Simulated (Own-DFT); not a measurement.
Simulation results for GaP (zincblende, strained, atoms displaced)

Computed with Own-DFT development build. A calculation, not a measurement: plane-wave PBE density functional theory by an unreviewed code, no spin, of a simulated periodic cell, stress positive in tension, free energy of the whole cell less one offset for each atom, forces on such cells passed a denser k mesh, this cell's mesh not checked; offsets are fitted by least squares, one for each functional and potential file, so energies compare only between cells with the same atoms and settings and are not formation energies; the far tail of each file's local potential was reset to the Coulomb form; each entry is a single point on an unrelaxed cell, so the pressure reflects the starting lattice, mostly measured values (interpolated for alloys), from which strain is counted, and rises with the displacements; printed positions are rounded, which can move forces by about a meV/angstrom; the program, named Own-DFT, is a retired in-house code; no spin-orbit coupling.

Settings shared by all entries: functional PBE; potential files PseudoDojo norm-conserving, scalar-relativistic, standard set; wave cutoff 42 hartree; occupations Fermi-Dirac; smearing width 0.1 eV; k mesh 3 x 3 x 3 centred on Gamma.

(1) GaP (zincblende, strained, atoms displaced)

```
GaP
1.0
     10.9112     0.2177     0.1294
      0.2177    11.0236     0.0896
      0.1294     0.0896    11.0720
Ga P Ga P Ga P Ga P Ga P Ga P Ga P Ga P
4 4 4 4 4 4 4 4 4 4 4 4 4 4 4 4
Direct
  0.00232 0.00123 0.99536
  0.99551 0.24835 0.24706
  0.25675 0.99750 0.24697
  0.25100 0.24726 0.99882
  0.12051 0.12759 0.12048
  0.12375 0.37603 0.37437
  0.37365 0.12308 0.37368
  0.36737 0.37337 0.12151
  0.00177 0.99805 0.50062
  0.99744 0.25149 0.75528
  0.25761 0.99919 0.75147
  0.25804 0.25513 0.49841
  0.12548 0.12928 0.62254
  0.13127 0.36647 0.86996
  0.37370 0.12035 0.87469
  0.37072 0.37817 0.62948
  0.00387 0.50095 0.00531
  0.00598 0.74792 0.25729
  0.24816 0.49526 0.25145
  0.24767 0.75142 0.00110
  0.12361 0.61319 0.13610
  0.12139 0.87071 0.37569
  0.37090 0.62889 0.38158
  0.38186 0.86418 0.11984
  0.00128 0.49645 0.50485
  0.99693 0.74325 0.75500
  0.24765 0.50245 0.75642
  0.25783 0.75716 0.50459
  0.13326 0.62490 0.62538
  0.13158 0.87436 0.87729
  0.37768 0.62699 0.87318
  0.37768 0.87314 0.62820
  0.50090 0.99768 0.99716
  0.50048 0.24394 0.24634
  0.74946 0.00852 0.24857
  0.75092 0.24720 0.00057
  0.62015 0.13039 0.12949
  0.62339 0.37829 0.36911
  0.87036 0.13062 0.37611
  0.87308 0.36857 0.12523
  0.49758 0.00020 0.49391
  0.50316 0.24682 0.74862
  0.74873 0.00386 0.75520
  0.75911 0.26252 0.49224
  0.63169 0.12084 0.62402
  0.62552 0.37691 0.87624
  0.86714 0.12628 0.86865
  0.87218 0.38476 0.62999
  0.49117 0.49390 0.99635
  0.49179 0.75230 0.24248
  0.75546 0.49229 0.25277
  0.74843 0.75268 0.00094
  0.62662 0.62241 0.12192
  0.61935 0.87228 0.37691
  0.88397 0.62394 0.37913
  0.88096 0.87005 0.11809
  0.50114 0.49905 0.50130
  0.49865 0.74940 0.74834
  0.74632 0.49759 0.74838
  0.75495 0.74843 0.49677
  0.62348 0.63557 0.62952
  0.62963 0.88014 0.87623
  0.87541 0.61900 0.88580
  0.88052 0.87267 0.62430
```

- free energy of cell above offsets: -33.264 eV
- pressure: 1.09 GPa
- stress xx: -1.68 GPa
- stress yy: -0.95 GPa
- stress zz: -0.64 GPa
- stress yz: 0.96 GPa
- stress xz: 1.79 GPa
- stress xy: 3.47 GPa

Force:
```
element  x (eV/Å)  y (eV/Å)  z (eV/Å)
     Ga    -0.225       0.1     0.099
     Ga     0.538     0.055     0.686
     Ga    -0.723    -0.148    -0.138
     Ga    -0.085     -0.13     0.223
      P     0.537    -0.652     0.209
      P     -0.16    -0.799     -0.04
      P    -0.017     0.188    -0.387
      P     0.564    -0.461     0.259
     Ga     -0.09     0.645     0.179
     Ga     0.129     0.015    -0.608
     Ga    -0.841      0.26    -0.145
     Ga    -0.705     0.032     0.362
      P     0.149    -0.405     0.091
      P    -0.851     0.811     0.628
      P     0.481     0.337     -0.08
      P      0.78    -0.366    -0.382
     Ga     0.198    -0.909     0.015
     Ga    -0.463     0.105    -0.579
     Ga     0.639     0.232     0.941
     Ga     0.105    -0.899     0.569
      P     0.089       1.3    -1.308
      P     1.036     0.606    -0.167
      P     0.474    -0.665    -1.127
      P    -1.408     1.676    -0.807
     Ga     0.651     0.633     0.297
     Ga     0.538     0.102     0.036
     Ga     0.296     0.208      -0.1
     Ga    -0.819     -0.15     0.203
      P     -0.78     0.081    -0.068
      P    -0.743     0.069    -0.805
      P    -0.658    -0.189     0.157
      P     0.027     0.673    -0.625
     Ga     0.045     0.376     0.608
     Ga    -0.947     1.376     0.924
     Ga      0.15    -1.058     0.297
     Ga    -0.401     0.412     0.226
      P     0.745    -1.223    -1.682
      P    -0.384    -0.501     0.329
      P     0.869    -0.974    -0.387
      P      0.22     0.351    -0.695
     Ga      0.48     0.028     1.104
     Ga     0.046     0.149     0.104
     Ga     0.424    -0.648    -0.846
     Ga    -0.928    -0.058     1.207
      P    -0.516     0.712    -0.934
      P     -0.26    -0.743    -0.297
      P     0.923    -0.189     0.677
      P     0.611    -1.265    -0.733
     Ga     0.712     0.619     0.529
     Ga     1.584    -1.455     1.678
     Ga    -0.088     1.266    -0.225
     Ga     0.167    -0.249      0.32
      P    -0.372    -0.306     0.273
      P     0.658    -0.057    -1.063
      P    -0.802    -0.501    -0.511
      P    -0.325     0.551     0.866
     Ga    -0.112     0.524     0.417
     Ga     0.239     0.688     1.024
     Ga    -0.374     1.253     0.934
     Ga    -0.246     0.454     0.485
      P     0.714    -1.388    -1.005
      P    -0.442    -0.816     -0.47
      P    -0.371     0.213    -1.095
      P    -0.682     0.098     0.353
```

(2) GaP (zincblende, strained, atoms displaced)

```
GaP
1.0
     11.0100     0.1471    -0.0586
      0.1471    10.9838     0.2016
     -0.0586     0.2016    10.8608
Ga P Ga P Ga P Ga P Ga P Ga P Ga P Ga P
4 4 4 4 4 4 4 4 4 4 4 4 4 4 4 4
Direct
  0.99437 0.00520 0.00418
  0.99923 0.24916 0.25250
  0.25539 0.00224 0.24867
  0.25460 0.25447 0.99394
  0.12683 0.12144 0.12224
  0.13140 0.37916 0.37415
  0.37465 0.12695 0.37339
  0.37310 0.37269 0.12491
  0.99870 0.99728 0.50735
  0.00432 0.24806 0.75609
  0.25430 0.99692 0.73602
  0.24811 0.25280 0.50846
  0.13402 0.11654 0.62294
  0.13202 0.36862 0.86857
  0.37887 0.11516 0.87484
  0.37564 0.37397 0.62557
  0.00347 0.49326 0.99307
  0.99990 0.75703 0.25695
  0.25243 0.49682 0.24557
  0.24704 0.74946 0.99677
  0.12590 0.62854 0.12052
  0.12731 0.87286 0.37997
  0.37853 0.62550 0.37280
  0.37241 0.87180 0.12133
  0.98912 0.49554 0.50037
  0.99293 0.75105 0.74987
  0.24953 0.50027 0.74850
  0.25004 0.74739 0.50208
  0.12928 0.61551 0.61981
  0.12475 0.87092 0.87579
  0.38250 0.62041 0.87105
  0.37502 0.87607 0.62953
  0.49186 0.99713 0.01215
  0.50779 0.24189 0.24738
  0.74469 0.00083 0.25433
  0.74606 0.25105 0.99516
  0.62718 0.12094 0.12435
  0.62571 0.37396 0.37689
  0.87614 0.12307 0.36531
  0.87550 0.37637 0.12636
  0.50499 0.00058 0.49107
  0.49728 0.25698 0.74747
  0.75625 0.00040 0.75080
  0.74459 0.25851 0.50332
  0.62610 0.12504 0.62690
  0.62509 0.37981 0.87701
  0.88039 0.12728 0.88183
  0.87526 0.37790 0.62767
  0.49705 0.48995 0.00149
  0.49182 0.75217 0.25307
  0.74402 0.50556 0.25120
  0.74214 0.75579 0.00251
  0.62551 0.62299 0.12959
  0.62441 0.87391 0.37302
  0.87679 0.62726 0.38165
  0.86780 0.87963 0.12365
  0.50927 0.49637 0.49948
  0.49608 0.75425 0.74910
  0.75271 0.49783 0.74726
  0.75082 0.74647 0.49846
  0.62973 0.61620 0.61814
  0.62530 0.88137 0.87003
  0.87010 0.63128 0.87825
  0.87692 0.87282 0.61931
```

* free energy of cell above offsets: -32.787 eV
* pressure: 2.39 GPa
* stress xx: -1.99 GPa
* stress yy: -2.25 GPa
* stress zz: -2.94 GPa
* stress yz: 4.11 GPa
* stress xz: -1.41 GPa
* stress xy: 2.43 GPa

Force:
```
element  x (eV/Å)  y (eV/Å)  z (eV/Å)
     Ga     1.299    -1.209     0.437
     Ga     0.978     0.104    -0.354
     Ga    -0.288    -0.455     0.338
     Ga     0.427    -1.512     0.647
      P    -0.157     0.892    -0.015
      P    -1.204    -0.457     0.185
      P    -0.153     0.267     0.078
      P     0.305    -0.493     0.078
     Ga      0.49     0.469    -1.122
     Ga     0.165    -0.408    -0.748
     Ga     0.113    -0.454     2.629
     Ga     0.519    -0.161    -0.706
      P    -1.962     1.412    -0.329
      P    -0.769      0.98     -0.02
      P    -0.603     1.177    -0.611
      P    -0.391     0.813    -0.639
     Ga    -0.057     0.541     0.368
     Ga     0.089    -0.394    -0.592
     Ga     0.069     0.861     0.196
     Ga     0.875    -0.626    -0.043
      P    -0.605    -0.498     0.426
      P    -0.132      0.82    -0.486
      P    -0.615    -0.595      0.53
      P    -0.705    -0.195     0.443
     Ga     1.798     0.033     0.004
     Ga      1.24    -0.685     0.266
     Ga     0.819    -0.146     0.288
     Ga      0.62    -0.314     0.209
      P    -1.382     0.889     0.085
      P    -0.724     1.154    -0.931
      P    -0.927     0.351     0.285
      P     0.358    -0.339    -2.092
     Ga     1.326     0.143    -0.841
     Ga    -0.405     0.551     0.347
     Ga     0.824    -0.332    -0.107
     Ga     0.696    -0.097     0.843
      P    -0.434     0.332    -0.646
      P    -0.493     0.182     -1.25
      P    -0.456     0.194     1.613
      P    -0.484     0.099    -0.318
     Ga    -0.182    -0.003     1.047
     Ga     0.841    -1.262     1.052
     Ga     0.305     0.137    -0.008
     Ga     1.178    -1.341     0.272
      P    -0.225     0.272    -0.329
      P    -0.276    -0.356    -0.906
      P    -1.131       0.4    -1.276
      P    -0.024    -1.193     0.159
     Ga     0.526     0.894     0.418
     Ga     1.083    -0.276    -0.302
     Ga     1.422    -0.735     0.702
     Ga     0.332    -0.394      0.09
      P    -1.428     0.888    -0.992
      P    -0.213    -0.319     -0.02
      P     -0.52     0.111    -1.379
      P     0.169    -0.295     0.442
     Ga    -0.929     0.129    -0.086
     Ga     1.328    -0.831     0.274
     Ga      0.19     0.566      1.01
     Ga    -0.067      0.21     0.269
      P    -0.671     1.236     0.602
      P    -0.692    -0.193     0.423
      P    -0.041    -0.725    -0.313
      P    -1.035      0.19     0.404
```

(3) GaP (zincblende, strained, atoms displaced)

```
GaP
1.0
     10.7459    -0.0190    -0.1589
     -0.0190    11.1039     0.1866
     -0.1589     0.1866    11.0119
Ga P Ga P Ga P Ga P Ga P Ga P Ga P Ga P
4 4 4 4 4 4 4 4 4 4 4 4 4 4 4 4
Direct
  0.99623 0.99530 0.99451
  0.00341 0.25143 0.25221
  0.24984 0.00224 0.24180
  0.24864 0.25235 0.00164
  0.12496 0.12804 0.12286
  0.12274 0.38472 0.36921
  0.37301 0.12678 0.37739
  0.37573 0.36535 0.13173
  0.99922 0.99522 0.50044
  0.00942 0.24606 0.75091
  0.24151 0.00591 0.74926
  0.25227 0.25345 0.49997
  0.11771 0.13277 0.62257
  0.12613 0.37828 0.87114
  0.36847 0.12798 0.87062
  0.36934 0.37702 0.62324
  0.99764 0.49456 0.00079
  0.00030 0.75300 0.25031
  0.24306 0.49602 0.24946
  0.25005 0.74335 0.00320
  0.13137 0.63483 0.11983
  0.12421 0.86807 0.36631
  0.36900 0.62104 0.38061
  0.37589 0.87440 0.12077
  0.00356 0.48942 0.49599
  0.99534 0.75371 0.74692
  0.24870 0.50202 0.75394
  0.24954 0.75616 0.50399
  0.12559 0.62761 0.62309
  0.12386 0.87864 0.86999
  0.37375 0.62791 0.87911
  0.37250 0.87716 0.63190
  0.50355 0.00262 0.98738
  0.50031 0.25567 0.24840
  0.75669 0.99748 0.24501
  0.74742 0.24144 0.99283
  0.62566 0.12591 0.12186
  0.62925 0.37242 0.36016
  0.87874 0.11573 0.38505
  0.87112 0.37219 0.12579
  0.50415 0.00181 0.49785
  0.50094 0.25026 0.75246
  0.75051 0.00607 0.74303
  0.75088 0.25488 0.50687
  0.62169 0.12128 0.62720
  0.62192 0.36872 0.87637
  0.87825 0.12577 0.87683
  0.88099 0.36978 0.62184
  0.50261 0.49859 0.99477
  0.49453 0.75343 0.25319
  0.75373 0.49356 0.25205
  0.75656 0.74557 0.00314
  0.62727 0.62341 0.12765
  0.62935 0.87542 0.37462
  0.88070 0.62472 0.37987
  0.87719 0.87717 0.11859
  0.49577 0.50559 0.49820
  0.50240 0.75566 0.74116
  0.76160 0.50012 0.75048
  0.74778 0.74959 0.50804
  0.62867 0.61922 0.61766
  0.63144 0.86089 0.87640
  0.87018 0.62678 0.88251
  0.87136 0.87270 0.62453
```

* free energy of cell above offsets: -32.738 eV
* pressure: 2.23 GPa
* stress xx: -3.63 GPa
* stress yy: -1.16 GPa
* stress zz: -1.9 GPa
* stress yz: 2.75 GPa
* stress xz: -2.55 GPa
* stress xy: -0.16 GPa

Force:
```
element  x (eV/Å)  y (eV/Å)  z (eV/Å)
     Ga     1.092     0.307     0.241
     Ga    -0.369    -0.664     0.073
     Ga       0.4    -0.471     0.499
     Ga     0.285    -0.215    -0.228
      P    -0.821    -0.126     -0.23
      P    -0.014    -1.667     0.654
      P     0.035     0.049    -0.432
      P     -0.99     2.017     -1.39
     Ga     0.952     -0.87     0.251
     Ga    -0.709     0.367     0.422
     Ga     0.484    -0.079     -0.28
     Ga    -0.373    -0.113    -0.457
      P      0.65    -0.853    -0.656
      P    -0.414    -0.192     0.635
      P     0.107     0.114     0.297
      P     0.687     0.287     0.511
     Ga     0.477     0.361     0.209
     Ga    -0.287    -0.967    -0.578
     Ga     1.253     0.908    -0.823
     Ga     0.902     1.531    -1.224
      P     -1.86    -1.752     1.158
      P     0.523     1.572     0.985
      P    -0.449      1.08     -0.93
      P     -0.11     0.676    -0.244
     Ga     0.059     1.207     0.588
     Ga     0.577    -0.858     0.536
     Ga     0.477     0.432    -0.457
     Ga     0.229    -0.535    -0.259
      P    -0.659    -0.273     0.251
      P     -0.14    -0.606     0.574
      P     0.321    -0.052    -0.851
      P     -0.31     1.029    -1.005
     Ga     0.112    -0.672     0.503
     Ga     0.622    -1.941     0.519
     Ga    -0.173     0.274     0.305
     Ga     0.516     0.393     0.694
      P     -0.41    -0.365     0.272
      P    -0.528     0.102     2.315
      P    -0.923     1.576    -1.343
      P      0.11    -0.284    -0.382
     Ga     -0.35    -0.612    -0.009
     Ga    -0.477    -0.198    -0.655
     Ga     0.534    -1.203     1.188
     Ga    -0.465     -0.96    -0.951
      P    -0.312     1.334    -0.406
      P      0.54     1.018    -0.588
      P     -0.41     0.155    -0.896
      P    -0.056     0.624     0.955
     Ga    -0.064    -0.151     0.899
     Ga     0.455    -0.722     0.109
     Ga     0.676     1.182    -0.443
     Ga    -0.529      -0.2     0.682
      P    -0.377     0.113     0.097
      P    -0.391     0.096    -0.071
      P    -0.759     0.096    -0.378
      P    -0.271    -0.375     0.669
     Ga     0.697    -1.338    -0.077
     Ga     0.439    -1.361     0.814
     Ga    -0.668    -0.511    -0.053
     Ga     0.494    -0.222    -1.178
      P    -0.513     0.149     1.172
      P    -0.389      1.76    -0.748
      P     0.961    -0.253    -0.904
      P    -0.095     0.853     0.048
```

(4) GaP (zincblende, strained, atoms displaced)

```
GaP
1.0
     10.7489     0.2073    -0.1229
      0.2073    10.9144    -0.0686
     -0.1229    -0.0686    11.0235
Ga P Ga P Ga P Ga P Ga P Ga P Ga P Ga P
4 4 4 4 4 4 4 4 4 4 4 4 4 4 4 4
Direct
  0.99586 0.99768 0.00146
  0.00025 0.24603 0.25582
  0.25213 0.99616 0.24634
  0.24662 0.24719 0.99692
  0.12334 0.12436 0.11795
  0.11748 0.38044 0.37352
  0.36394 0.12295 0.37313
  0.37712 0.37973 0.13192
  0.00021 0.00410 0.49789
  0.00124 0.24404 0.75144
  0.25038 0.99432 0.75001
  0.25917 0.24534 0.50319
  0.12003 0.13128 0.62495
  0.12205 0.37256 0.87055
  0.36563 0.12477 0.87809
  0.38404 0.37924 0.62997
  0.99942 0.50981 0.00841
  0.99158 0.75049 0.25799
  0.26052 0.50452 0.24787
  0.24418 0.75617 0.99496
  0.12817 0.63149 0.12068
  0.12601 0.86641 0.37532
  0.37218 0.63295 0.36928
  0.36891 0.87239 0.13066
  0.99326 0.49968 0.50817
  0.00579 0.74681 0.75592
  0.24633 0.49719 0.75079
  0.24116 0.74326 0.50072
  0.13148 0.62598 0.61708
  0.12732 0.88187 0.88569
  0.37800 0.62259 0.86987
  0.37498 0.87870 0.62154
  0.49553 0.99718 0.00393
  0.49939 0.24961 0.25593
  0.74678 0.99764 0.24970
  0.74905 0.25589 0.00595
  0.62314 0.12099 0.13003
  0.62424 0.37523 0.37156
  0.87282 0.12084 0.38249
  0.88153 0.37487 0.11914
  0.50463 0.99887 0.50233
  0.50646 0.24454 0.75288
  0.74760 0.99659 0.75354
  0.75102 0.24313 0.51290
  0.62305 0.12734 0.62465
  0.62501 0.36734 0.87363
  0.86962 0.13589 0.87542
  0.88213 0.36635 0.63336
  0.49350 0.50368 0.99899
  0.50283 0.75074 0.24995
  0.75140 0.49791 0.24855
  0.75051 0.74461 0.99723
  0.62830 0.62547 0.13210
  0.62226 0.87720 0.37255
  0.87356 0.62866 0.37239
  0.87955 0.87629 0.11926
  0.50532 0.49941 0.49621
  0.50881 0.75068 0.75103
  0.74881 0.49814 0.75072
  0.75205 0.74627 0.50163
  0.62070 0.61521 0.62642
  0.62174 0.87603 0.88066
  0.87108 0.62969 0.86835
  0.87769 0.86729 0.62393
```

- free energy of cell above offsets: -32.560 eV
- pressure: 3.45 GPa
- stress xx: -4.36 GPa
- stress yy: -3.41 GPa
- stress zz: -2.59 GPa
- stress yz: -1.27 GPa
- stress xz: -1.38 GPa
- stress xy: 2.95 GPa

Force:
```
element  x (eV/Å)  y (eV/Å)  z (eV/Å)
     Ga     -0.36     1.112    -0.176
     Ga    -0.063    -0.065    -0.185
     Ga    -1.318     0.306     0.579
     Ga    -0.081     0.973     0.957
      P    -0.015     0.004     0.822
      P     1.183    -0.089       0.3
      P     1.573    -0.241    -0.126
      P      0.15    -1.011    -1.496
     Ga     0.577    -1.244     0.742
     Ga     0.066    -0.055     1.054
     Ga    -0.551     0.627     0.013
     Ga    -1.118      1.36     0.465
      P     1.161     -1.14     -0.37
      P    -0.096     0.853     0.575
      P      1.42    -0.362    -0.797
      P    -0.337    -0.524    -0.686
     Ga      0.06     -0.56    -1.099
     Ga     0.839      0.04    -0.959
     Ga    -1.673     0.022     0.465
     Ga     1.315    -1.345     0.847
      P    -0.121     0.111     0.785
      P    -0.397     1.474    -0.347
      P     0.846    -0.362     0.832
      P     1.062    -0.344    -1.292
     Ga     0.192    -0.151    -0.498
     Ga     0.271     0.393    -0.285
     Ga     0.275    -0.132    -0.028
     Ga      1.51     0.875    -0.196
      P    -1.167    -0.772     1.511
      P    -0.728     0.084    -2.238
      P    -0.764     1.101    -0.092
      P     0.213    -0.928    -0.006
     Ga    -0.534     0.219      0.38
     Ga    -0.408    -0.475    -0.074
     Ga     0.663    -0.279     0.324
     Ga    -0.343    -0.615     0.307
      P    -0.116     0.834    -0.734
      P     1.061    -0.404     0.571
      P    -0.539     0.631    -1.345
      P    -0.251     0.212      0.91
     Ga    -0.866     0.347     -0.36
     Ga    -1.262     0.051     0.384
     Ga     0.376     0.045    -0.076
     Ga     0.009     0.904    -0.857
      P     0.255    -0.972     0.136
      P     -0.08     1.348     0.479
      P     0.279    -1.371     -0.05
      P    -1.117      1.31    -0.859
     Ga     0.854    -0.686     0.619
     Ga    -0.413     0.046     0.271
     Ga     0.418    -0.517       0.3
     Ga    -0.224     0.471     0.847
      P    -0.288      0.04    -1.453
      P      0.62    -0.363     0.361
      P    -0.262    -0.994      0.41
      P    -0.917    -0.426     0.615
     Ga    -1.173     0.025    -0.174
     Ga    -0.943    -0.039    -0.163
     Ga     0.174    -0.796     0.263
     Ga    -0.839     0.028     0.166
      P     0.848     1.182    -0.505
      P     0.386     0.052    -0.388
      P     0.607    -0.773     0.293
      P     0.101     0.958     0.329
```
